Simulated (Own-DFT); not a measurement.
# Computed records: Si3Ge (diamond-structure random alloy, atoms displaced)

All values are calculated (Own-DFT development build). A calculation, not a measurement: plane-wave PBE density functional theory by an unreviewed code, no spin, of a simulated periodic cell, stress positive in tension, free energy of the whole cell less one offset for each atom, forces on such cells passed a denser k mesh, this cell's mesh not checked; offsets are fitted by least squares, one for each functional and potential file, so energies compare only between cells with the same atoms and settings and are not formation energies; the far tail of each file's local potential was reset to the Coulomb form; each entry is a single point on an unrelaxed cell, so the pressure reflects the starting lattice, mostly measured values, from which strain is counted, and rises with the displacements; printed positions are rounded, which can move forces by about a meV/angstrom; the program is a retired in-house code; no spin-orbit coupling.

Si3Ge (diamond-structure random alloy, atoms displaced)

```
CELL_PARAMETERS angstrom
0.00000 5.48780 5.48780
5.48780 0.00000 5.48780
5.48780 5.48780 0.00000
ATOMIC_POSITIONS crystal
Ge 0.00003 0.00147 0.99822
Si 0.49544 0.00449 0.00005
Ge 0.99648 0.49723 0.99774
Si 0.00255 0.99698 0.50166
Si 0.12692 0.12495 0.12765
Si 0.62223 0.12710 0.12721
Si 0.12412 0.62292 0.13336
Si 0.12346 0.13323 0.62306
Si 0.49547 0.49846 0.50460
Si 0.99859 0.49595 0.50591
Ge 0.49476 0.00528 0.50637
Ge 0.49372 0.49864 0.01564
Si 0.61789 0.62390 0.63398
Si 0.12328 0.62498 0.62343
Si 0.61953 0.13157 0.62695
Si 0.62985 0.62192 0.12326
```

- functional: PBE
- potential files: PseudoDojo norm-conserving, scalar-relativistic, standard set
- wave cutoff: 42 hartree
- occupations: Fermi-Dirac
- smearing width: 0.1 eV
- k mesh: 5 x 5 x 5 centred on Gamma
- free energy of cell above offsets: -1.431 eV
- pressure: 2.29 GPa
- stress xx: -2.24 GPa
- stress yy: -2.3 GPa
- stress zz: -2.32 GPa
- stress yz: -0.07 GPa
- stress xz: -0.04 GPa
- stress xy: 0.65 GPa

Force:
```tsv
element	x (eV/Å)	y (eV/Å)	z (eV/Å)
Ge	0.194	0.228	-0.116
Si	-0.229	0.533	0.055
Ge	0.266	0.733	0.715
Si	0.467	-0.292	0.062
Si	-0.124	0.169	-0.44
Si	-0.345	0.036	-0.441
Si	0.091	-0.544	-0.574
Si	-0.429	-0.197	-0.703
Si	0.072	-0.169	0.661
Si	0.508	-0.74	0.11
Ge	-0.659	0.043	-0.052
Ge	-0.634	-0.445	0.203
Si	-0.339	0.071	0.088
Si	-0.169	-0.087	0.211
Si	-0.15	0.764	0.303
Si	1.48	-0.102	-0.083
```
